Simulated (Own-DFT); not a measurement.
## Calculated data, HfO2 (monoclinic hafnia, atoms displaced)

All values are calculated (Own-DFT development build). A calculation, not a measurement: plane-wave PBE density functional theory by an unreviewed code, no spin, of a simulated periodic cell, stress positive in tension, free energy of the whole cell less one offset for each atom, hafnium file: forces about 75 meV/angstrom off all-electron values; oxygen file: force components 24 meV/angstrom off all-electron in one glass; forces on such cells passed a denser k mesh, this cell's mesh not checked; offsets are fitted by least squares, one for each functional and potential file, so energies compare only between cells with the same atoms and settings and are not formation energies; the far tail of each file's local potential was reset to the Coulomb form; each entry is a single point on an unrelaxed cell, so the pressure reflects the starting lattice, mostly measured values, from which strain is counted, and rises with the displacements; printed positions are rounded, which can move forces by about a meV/angstrom; the program is a retired in-house code; no spin-orbit coupling; before rounding, a Quantum ESPRESSO 7.3.1 run of the same cell and cutoff gave forces within 1 meV/angstrom rms on each cell, which checks the program and not the settings.

Common to all runs: functional PBE; potential files PseudoDojo norm-conserving, scalar-relativistic, standard set; wave cutoff 72 hartree; occupations Fermi-Dirac; smearing width 0.1 eV; k mesh 2 x 2 x 2 centred on Gamma.

(1) 
```cif
# cell vector a (Å): 10.2340 0.0000 0.0000
# cell vector b (Å): 0.0000 10.3500 0.0000
# cell vector c (Å): -1.6955 0.0000 10.4453
data_HfO2
_symmetry_space_group_name_H-M 'P 1'
_symmetry_Int_Tables_number 1
_cell_length_a 10.2340
_cell_length_b 10.3500
_cell_length_c 10.5820
_cell_angle_alpha 90.000
_cell_angle_beta 99.220
_cell_angle_gamma 90.000
_cell_volume 1106.39
loop_
_atom_site_label
_atom_site_type_symbol
_atom_site_fract_x
_atom_site_fract_y
_atom_site_fract_z
_atom_site_occupancy
Hf1 Hf 0.12640 0.02037 0.10689 1
Hf2 Hf 0.35829 0.26601 0.14564 1
Hf3 Hf 0.36332 0.48144 0.39121 1
Hf4 Hf 0.14682 0.22938 0.35694 1
O1 O 0.04087 0.16843 0.17240 1
O2 O 0.46404 0.42249 0.08294 1
O3 O 0.45875 0.33707 0.31973 1
O4 O 0.03650 0.08640 0.42086 1
O5 O 0.22213 0.38326 0.23470 1
O6 O 0.27260 0.13203 0.01067 1
O7 O 0.27359 0.12187 0.25452 1
O8 O 0.22603 0.37015 0.48598 1
Hf5 Hf 0.13762 0.01648 0.60024 1
Hf6 Hf 0.35904 0.26913 0.64108 1
Hf7 Hf 0.36509 0.48595 0.90088 1
Hf8 Hf 0.14115 0.22382 0.85300 1
O9 O 0.03258 0.17546 0.66955 1
O10 O 0.46768 0.41801 0.58398 1
O11 O 0.47008 0.33455 0.81890 1
O12 O 0.03729 0.08438 0.92273 1
O13 O 0.22911 0.37459 0.74388 1
O14 O 0.27706 0.13617 0.50450 1
O15 O 0.28305 0.11624 0.75669 1
O16 O 0.21949 0.37260 0.98916 1
Hf9 Hf 0.14368 0.51459 0.09850 1
Hf10 Hf 0.36588 0.77351 0.14770 1
Hf11 Hf 0.36370 0.97676 0.40391 1
Hf12 Hf 0.14546 0.72402 0.35907 1
O17 O 0.03277 0.66627 0.18188 1
O18 O 0.45657 0.92469 0.07572 1
O19 O 0.45965 0.83511 0.32461 1
O20 O 0.03119 0.58199 0.42701 1
O21 O 0.22224 0.87921 0.24217 1
O22 O 0.28266 0.63449 0.01621 1
O23 O 0.27898 0.62312 0.25552 1
O24 O 0.21984 0.87642 0.49309 1
Hf13 Hf 0.13151 0.51972 0.60024 1
Hf14 Hf 0.35722 0.77315 0.65068 1
Hf15 Hf 0.36052 0.97387 0.89235 1
Hf16 Hf 0.14077 0.71517 0.85935 1
O25 O 0.04005 0.66009 0.67269 1
O26 O 0.46444 0.92236 0.57691 1
O27 O 0.45690 0.83254 0.82166 1
O28 O 0.03554 0.58757 0.91789 1
O29 O 0.22475 0.88463 0.73785 1
O30 O 0.27668 0.62305 0.51446 1
O31 O 0.27125 0.61698 0.76770 1
O32 O 0.22135 0.87188 0.98898 1
Hf17 Hf 0.64381 0.01832 0.11467 1
Hf18 Hf 0.86653 0.27480 0.15175 1
Hf19 Hf 0.85516 0.48798 0.39936 1
Hf20 Hf 0.63112 0.22471 0.36085 1
O33 O 0.54813 0.15850 0.17517 1
O34 O 0.96292 0.41114 0.08403 1
O35 O 0.96614 0.33984 0.32871 1
O36 O 0.54562 0.08586 0.41803 1
O37 O 0.72670 0.38117 0.24498 1
O38 O 0.77695 0.13202 0.01043 1
O39 O 0.76708 0.11522 0.26135 1
O40 O 0.71724 0.37600 0.48991 1
Hf21 Hf 0.63604 0.01918 0.59475 1
Hf22 Hf 0.85857 0.26672 0.64437 1
Hf23 Hf 0.85945 0.48226 0.88969 1
Hf24 Hf 0.64505 0.22959 0.85275 1
O41 O 0.54090 0.15492 0.68508 1
O42 O 0.96665 0.40851 0.57890 1
O43 O 0.96545 0.33184 0.83352 1
O44 O 0.53886 0.08835 0.92241 1
O45 O 0.72897 0.37606 0.75013 1
O46 O 0.77810 0.13234 0.51413 1
O47 O 0.77340 0.10965 0.76679 1
O48 O 0.71772 0.37493 0.99652 1
Hf25 Hf 0.63695 0.52497 0.10250 1
Hf26 Hf 0.86392 0.76850 0.15435 1
Hf27 Hf 0.85424 0.97929 0.39259 1
Hf28 Hf 0.63450 0.72343 0.35422 1
O49 O 0.53423 0.66143 0.17553 1
O50 O 0.96308 0.90745 0.08065 1
O51 O 0.96290 0.83248 0.32192 1
O52 O 0.53680 0.59618 0.42619 1
O53 O 0.72532 0.87549 0.24550 1
O54 O 0.76775 0.62351 0.01986 1
O55 O 0.78175 0.61818 0.26321 1
O56 O 0.72746 0.86225 0.49150 1
Hf29 Hf 0.64911 0.51276 0.60100 1
Hf30 Hf 0.86805 0.75968 0.64689 1
Hf31 Hf 0.85511 0.98493 0.89469 1
Hf32 Hf 0.62545 0.72941 0.85390 1
O57 O 0.54479 0.66330 0.67855 1
O58 O 0.96330 0.91435 0.57456 1
O59 O 0.95553 0.83027 0.81906 1
O60 O 0.54460 0.57999 0.93012 1
O61 O 0.71887 0.88341 0.74104 1
O62 O 0.78377 0.62698 0.51146 1
O63 O 0.77425 0.61982 0.77327 1
O64 O 0.72544 0.87298 0.99831 1
_calc_free_energy_of_cell_above_offsets '-91.877'  # eV
_calc_pressure 6.14  # GPa
_calc_stress_xx -5.25  # GPa
_calc_stress_yy -6.39  # GPa
_calc_stress_zz -6.77  # GPa
_calc_stress_yz 0.7  # GPa
_calc_stress_xz -0.09  # GPa
_calc_stress_xy -0.59  # GPa
```

Force:
| element | x (eV/Å) | y (eV/Å) | z (eV/Å) |
| --- | --- | --- | --- |
| Hf | 1.24 | -0.946 | -0.854 |
| Hf | 1.115 | 0.175 | -1.204 |
| Hf | -0.031 | -0.182 | 0.782 |
| Hf | -2.252 | 0.35 | -1.211 |
| O | -1.019 | 0.557 | 0.436 |
| O | -1.242 | -0.958 | -0.501 |
| O | 0.729 | -0.49 | 1.231 |
| O | -0.339 | -0.441 | -0.013 |
| O | 0.284 | -0.466 | 0.632 |
| O | 0.284 | -0.263 | -0.341 |
| O | 0.875 | -0.237 | 1.275 |
| O | 0.399 | 0.747 | 0.127 |
| Hf | -1.706 | 1.529 | 0.35 |
| Hf | 1.159 | 0.873 | 2.435 |
| Hf | 1.232 | -3.046 | -0.5 |
| Hf | -0.355 | 0.913 | -0.123 |
| O | 1.009 | -1.488 | 0.023 |
| O | 0.576 | 0.191 | -1.436 |
| O | -0.737 | 0.948 | 0.847 |
| O | -0.861 | -0.782 | -0.103 |
| O | -0.23 | 0.438 | -0.855 |
| O | 0.456 | -1.442 | 0.193 |
| O | -0.832 | 0.385 | -0.319 |
| O | 0.549 | 0.281 | -0.078 |
| Hf | -2.036 | 0.693 | 1.265 |
| Hf | -0.901 | 1.248 | -0.578 |
| Hf | -0.758 | 0.553 | -2.44 |
| Hf | -1.771 | 0.728 | -1.931 |
| O | 1.646 | -1.48 | -0.485 |
| O | 0.781 | -0.771 | 0.539 |
| O | 0.907 | 0.103 | 1.035 |
| O | 0.88 | 0.874 | -0.126 |
| O | 0.117 | -0.197 | 0.626 |
| O | -0.388 | -1.081 | -0.958 |
| O | -0.236 | -0.466 | 1.11 |
| O | 0.842 | -0.994 | -0.26 |
| Hf | 0.924 | -2.104 | 0.652 |
| Hf | 0.83 | -0.878 | -0.868 |
| Hf | 0.133 | 2.647 | 1.631 |
| Hf | -0.447 | 4.526 | -0.332 |
| O | -0.606 | 0.654 | 0.216 |
| O | -0.95 | -1.2 | 0.007 |
| O | 0.508 | -0.594 | 0.414 |
| O | -1.099 | -1.887 | 1.268 |
| O | -0.214 | -1.337 | -0.135 |
| O | 0.172 | 1.019 | -0.209 |
| O | 1.049 | 0.623 | -0.86 |
| O | 0.048 | -0.668 | -0.419 |
| Hf | 0.104 | -0.49 | -3.225 |
| Hf | -1.366 | 0.028 | -0.052 |
| Hf | 1.483 | -2.905 | -1.831 |
| Hf | 2.899 | 3.603 | -3.202 |
| O | -3.315 | 2.594 | 0.642 |
| O | 1.682 | 1.966 | -1.334 |
| O | 0.57 | -0.541 | 0.486 |
| O | -3.391 | -3.104 | 0.936 |
| O | -0.386 | -0.163 | 0.24 |
| O | 0.507 | -0.245 | 0.747 |
| O | 1.409 | 0.467 | 1.279 |
| O | 0.125 | -0.673 | 0.264 |
| Hf | 1.28 | -0.568 | 3.744 |
| Hf | 1.321 | 0.417 | 1.593 |
| Hf | -0.44 | -1.733 | 3.074 |
| Hf | -1.788 | -0.356 | 2.104 |
| O | -0.733 | 0.422 | -2.462 |
| O | -0.607 | 0.544 | -0.048 |
| O | 0.054 | 0.109 | -0.325 |
| O | -0.956 | -1.147 | 0.5 |
| O | 0.162 | 0.601 | -2.046 |
| O | -0.208 | -0.511 | -0.652 |
| O | 0.75 | 2.25 | -2.05 |
| O | 0.839 | -0.424 | -0.845 |
| Hf | 1.405 | -2.695 | 2.064 |
| Hf | -0.355 | -0.489 | -1.695 |
| Hf | 1.834 | -0.946 | 0.6 |
| Hf | 1.657 | 2.064 | -0.758 |
| O | -0.602 | 1.372 | 0.464 |
| O | 0.83 | 1.321 | -0.557 |
| O | 0.666 | 0.717 | 2.143 |
| O | -1.559 | -2.356 | 0.922 |
| O | -0.662 | 0.038 | 0.097 |
| O | 1.937 | 1.307 | -1.008 |
| O | -1.167 | 0.846 | 0.404 |
| O | -0.545 | 0.578 | -0.327 |
| Hf | -2.523 | 0.945 | 1.971 |
| Hf | -0.806 | 3.139 | 1.056 |
| Hf | 0.529 | -2.463 | 1.028 |
| Hf | 3.02 | 0.813 | 0.723 |
| O | -1.605 | 0.466 | -0.894 |
| O | 0.398 | -0.007 | 0.124 |
| O | 1.205 | -0.227 | 0.895 |
| O | -2.278 | 0.381 | -1.826 |
| O | -0.265 | -0.96 | -0.486 |
| O | -0.856 | -0.567 | 0.4 |
| O | 0.49 | 0.42 | -1.891 |
| O | -0.473 | -0.495 | -0.941 |

(2) 
```cif
# cell vector a (Å): 10.2340 0.0000 0.0000
# cell vector b (Å): 0.0000 10.3500 0.0000
# cell vector c (Å): -1.6955 0.0000 10.4453
data_HfO2
_symmetry_space_group_name_H-M 'P 1'
_symmetry_Int_Tables_number 1
_cell_length_a 10.2340
_cell_length_b 10.3500
_cell_length_c 10.5820
_cell_angle_alpha 90.000
_cell_angle_beta 99.220
_cell_angle_gamma 90.000
_cell_volume 1106.39
loop_
_atom_site_label
_atom_site_type_symbol
_atom_site_fract_x
_atom_site_fract_y
_atom_site_fract_z
_atom_site_occupancy
Hf1 Hf 0.12948 0.02234 0.10125 1
Hf2 Hf 0.36004 0.26292 0.14795 1
Hf3 Hf 0.36175 0.49100 0.40589 1
Hf4 Hf 0.14687 0.24065 0.36227 1
O1 O 0.04682 0.17451 0.17859 1
O2 O 0.46251 0.42256 0.07098 1
O3 O 0.45301 0.34010 0.32982 1
O4 O 0.04294 0.07751 0.43021 1
O5 O 0.21549 0.38882 0.24596 1
O6 O 0.27698 0.13374 0.00224 1
O7 O 0.28104 0.12049 0.27127 1
O8 O 0.23078 0.37645 0.49497 1
Hf5 Hf 0.15184 0.03094 0.60199 1
Hf6 Hf 0.36523 0.26156 0.65910 1
Hf7 Hf 0.35553 0.47456 0.90550 1
Hf8 Hf 0.14041 0.22505 0.85314 1
O9 O 0.04850 0.16210 0.68345 1
O10 O 0.45188 0.42696 0.57863 1
O11 O 0.45243 0.32811 0.81597 1
O12 O 0.02686 0.09523 0.92196 1
O13 O 0.23079 0.38419 0.73950 1
O14 O 0.27287 0.13709 0.52018 1
O15 O 0.28302 0.11909 0.76702 1
O16 O 0.22822 0.35994 0.98765 1
Hf9 Hf 0.13910 0.51567 0.08238 1
Hf10 Hf 0.35196 0.76297 0.14705 1
Hf11 Hf 0.35942 0.97476 0.38227 1
Hf12 Hf 0.13488 0.73038 0.35113 1
O17 O 0.02609 0.66517 0.17633 1
O18 O 0.47471 0.92150 0.08118 1
O19 O 0.46547 0.83882 0.32676 1
O20 O 0.04828 0.57285 0.42094 1
O21 O 0.21787 0.86916 0.24542 1
O22 O 0.26395 0.64141 0.00072 1
O23 O 0.27061 0.63884 0.25305 1
O24 O 0.24008 0.88240 0.49230 1
Hf13 Hf 0.13805 0.53100 0.60649 1
Hf14 Hf 0.36233 0.76272 0.65376 1
Hf15 Hf 0.35266 0.99186 0.88997 1
Hf16 Hf 0.12966 0.73292 0.85005 1
O25 O 0.05117 0.66937 0.67499 1
O26 O 0.46540 0.92104 0.58780 1
O27 O 0.47257 0.83054 0.83111 1
O28 O 0.03637 0.57961 0.92457 1
O29 O 0.22484 0.87814 0.73069 1
O30 O 0.27002 0.63834 0.51894 1
O31 O 0.27473 0.60963 0.74582 1
O32 O 0.23649 0.86413 0.97775 1
Hf17 Hf 0.63874 0.01796 0.09473 1
Hf18 Hf 0.86456 0.25900 0.13925 1
Hf19 Hf 0.85353 0.47136 0.39385 1
Hf20 Hf 0.63292 0.22679 0.35385 1
O33 O 0.53769 0.16237 0.17139 1
O34 O 0.96583 0.42202 0.07692 1
O35 O 0.95534 0.33515 0.32978 1
O36 O 0.54255 0.08790 0.41895 1
O37 O 0.73700 0.38363 0.23400 1
O38 O 0.76470 0.13603 0.98813 1
O39 O 0.76646 0.11241 0.25259 1
O40 O 0.71450 0.37043 0.49114 1
Hf21 Hf 0.65089 0.03175 0.60416 1
Hf22 Hf 0.85798 0.25950 0.64804 1
Hf23 Hf 0.86863 0.49285 0.90220 1
Hf24 Hf 0.63020 0.22083 0.85234 1
O41 O 0.53247 0.16755 0.65874 1
O42 O 0.96223 0.40939 0.57855 1
O43 O 0.96012 0.32936 0.83639 1
O44 O 0.53291 0.08395 0.92528 1
O45 O 0.72519 0.36957 0.75633 1
O46 O 0.77520 0.12657 0.51696 1
O47 O 0.76991 0.12457 0.75318 1
O48 O 0.73234 0.35456 0.97920 1
Hf25 Hf 0.63196 0.52033 0.10302 1
Hf26 Hf 0.85749 0.77538 0.15088 1
Hf27 Hf 0.86382 0.99301 0.39542 1
Hf28 Hf 0.64943 0.72344 0.36234 1
O49 O 0.53371 0.66117 0.16557 1
O50 O 0.95660 0.92310 0.06856 1
O51 O 0.95802 0.84081 0.33944 1
O52 O 0.55040 0.59181 0.43525 1
O53 O 0.72991 0.87833 0.25096 1
O54 O 0.77156 0.61586 0.01114 1
O55 O 0.78358 0.60028 0.26504 1
O56 O 0.71781 0.86933 0.48765 1
Hf29 Hf 0.63967 0.51662 0.59818 1
Hf30 Hf 0.86229 0.75665 0.64574 1
Hf31 Hf 0.85611 0.98106 0.88757 1
Hf32 Hf 0.64992 0.73413 0.85288 1
O57 O 0.54963 0.65913 0.67655 1
O58 O 0.94953 0.91572 0.57407 1
O59 O 0.96141 0.84142 0.83435 1
O60 O 0.54924 0.59565 0.92165 1
O61 O 0.70456 0.88172 0.73489 1
O62 O 0.78195 0.62805 0.49703 1
O63 O 0.77648 0.61964 0.74967 1
O64 O 0.71763 0.86640 0.98726 1
_calc_free_energy_of_cell_above_offsets '-83.772'  # eV
_calc_pressure 8.4  # GPa
_calc_stress_xx -7.91  # GPa
_calc_stress_yy -8.15  # GPa
_calc_stress_zz -9.13  # GPa
_calc_stress_yz 0.16  # GPa
_calc_stress_xz -1.08  # GPa
_calc_stress_xy -0.9  # GPa
```

Force:
| element | x (eV/Å) | y (eV/Å) | z (eV/Å) |
| --- | --- | --- | --- |
| Hf | 0.017 | -0.18 | 0.056 |
| Hf | 1.05 | 1.09 | 1.349 |
| Hf | -0.384 | -0.885 | -0.114 |
| Hf | -1.285 | 0.668 | 0.521 |
| O | 0.003 | -1.041 | -0.856 |
| O | -1.177 | -1.948 | 1.05 |
| O | 1.322 | -0.723 | -0.716 |
| O | 0.03 | 1.704 | -1.387 |
| O | 0.725 | -0.414 | -1.004 |
| O | -0.73 | -1.147 | 1.51 |
| O | -0.431 | 1.2 | -2.181 |
| O | -0.627 | -0.34 | -0.724 |
| Hf | -1.622 | -3.623 | -0.121 |
| Hf | -0.637 | 2.882 | -4.331 |
| Hf | 2.646 | 1.634 | -4.23 |
| Hf | -1.857 | 2.278 | -0.769 |
| O | -1.677 | 0.371 | -1.134 |
| O | 1.67 | -0.031 | 0.236 |
| O | 1.858 | 1.039 | 4.513 |
| O | 0.1 | -1.535 | 1.177 |
| O | -1.718 | -0.931 | 0.991 |
| O | 0.714 | 0.146 | -1.519 |
| O | -0.564 | 1.435 | -1.736 |
| O | -0.57 | 1.594 | 1.245 |
| Hf | -1.53 | -0.352 | 5.55 |
| Hf | 3.423 | 2.441 | -0.547 |
| Hf | 1.711 | -0.836 | 4.352 |
| Hf | -1.664 | -0.112 | 1.508 |
| O | 0.385 | 0.417 | -0.715 |
| O | -1.835 | -0.791 | 0.109 |
| O | 0.623 | -1.438 | -0.727 |
| O | -1.133 | 0.534 | -0.293 |
| O | -0.083 | 2.541 | -2.428 |
| O | 0.847 | -2.287 | -0.261 |
| O | 0.466 | -2.626 | 0.921 |
| O | -1.644 | -1.121 | -0.986 |
| Hf | 0.476 | -4.988 | -1.942 |
| Hf | 3.221 | 2.765 | -0.095 |
| Hf | 3.616 | -5.428 | 1.901 |
| Hf | 2.167 | 0.966 | 0.106 |
| O | -3.923 | 2.353 | 0.122 |
| O | 0.469 | 0.244 | -0.896 |
| O | -1.265 | 0.652 | 0.074 |
| O | 1.059 | 2.081 | -2.141 |
| O | -0.762 | 0.11 | 1.224 |
| O | 0.975 | -0.314 | -2.297 |
| O | 0.672 | 1.302 | 3.384 |
| O | -1.574 | 1.727 | 1.324 |
| Hf | -0.864 | -1.024 | 1.184 |
| Hf | -1.082 | 3.025 | -0.009 |
| Hf | 2.164 | -0.253 | 1.119 |
| Hf | -0.098 | 1.243 | -1.014 |
| O | -1.722 | 1.803 | -0.011 |
| O | 0.305 | -0.75 | 0.442 |
| O | 2.513 | -2.778 | -0.504 |
| O | -1.124 | -0.778 | 0.107 |
| O | -1.769 | -2.233 | -0.608 |
| O | 1.678 | -2.678 | 2.557 |
| O | 1.187 | 1.679 | -0.098 |
| O | 0.31 | -1.047 | -0.572 |
| Hf | -4.56 | -4.891 | -0.606 |
| Hf | 1.734 | 4.041 | 1.678 |
| Hf | -3.761 | -4.737 | -1.42 |
| Hf | 1.148 | 3.384 | -1.163 |
| O | 0.516 | 0.348 | 1.084 |
| O | -0.191 | 0.08 | 0.559 |
| O | 1.46 | -0.153 | -0.434 |
| O | -1.24 | -0.378 | -0.762 |
| O | 0.264 | 1.165 | -3.05 |
| O | 2.031 | 1.374 | -2.154 |
| O | 0.718 | -1.086 | 0.962 |
| O | -0.711 | 1.516 | 2.012 |
| Hf | 2.206 | -0.035 | -0.586 |
| Hf | 0.342 | -1.403 | 0.664 |
| Hf | -0.457 | -2.722 | 1.199 |
| Hf | -0.122 | 2.754 | -2.145 |
| O | -0.824 | 0.96 | 1.439 |
| O | 0.405 | -0.017 | 1.181 |
| O | 1.74 | -1.487 | -1.579 |
| O | -3.05 | -1.177 | -1.63 |
| O | -0.245 | -0.361 | -1.887 |
| O | 1.76 | 1.994 | 0.581 |
| O | -1.2 | 3.966 | -1.779 |
| O | 0.164 | -0.091 | 0.488 |
| Hf | -0.78 | -0.813 | 3.13 |
| Hf | -0.305 | 2.96 | -2.186 |
| Hf | -1.178 | 0.949 | 0.163 |
| Hf | -2.799 | -1.111 | -1.021 |
| O | -1.679 | 0.839 | -0.564 |
| O | 0.959 | 0.015 | 1.508 |
| O | 0.838 | -2.051 | -0.987 |
| O | -2.984 | -2.568 | 0.353 |
| O | 2.699 | 0.224 | 0.647 |
| O | 0.808 | 0.168 | 2.482 |
| O | 1.694 | -0.086 | 0.987 |
| O | 1.547 | 1.137 | 1.167 |
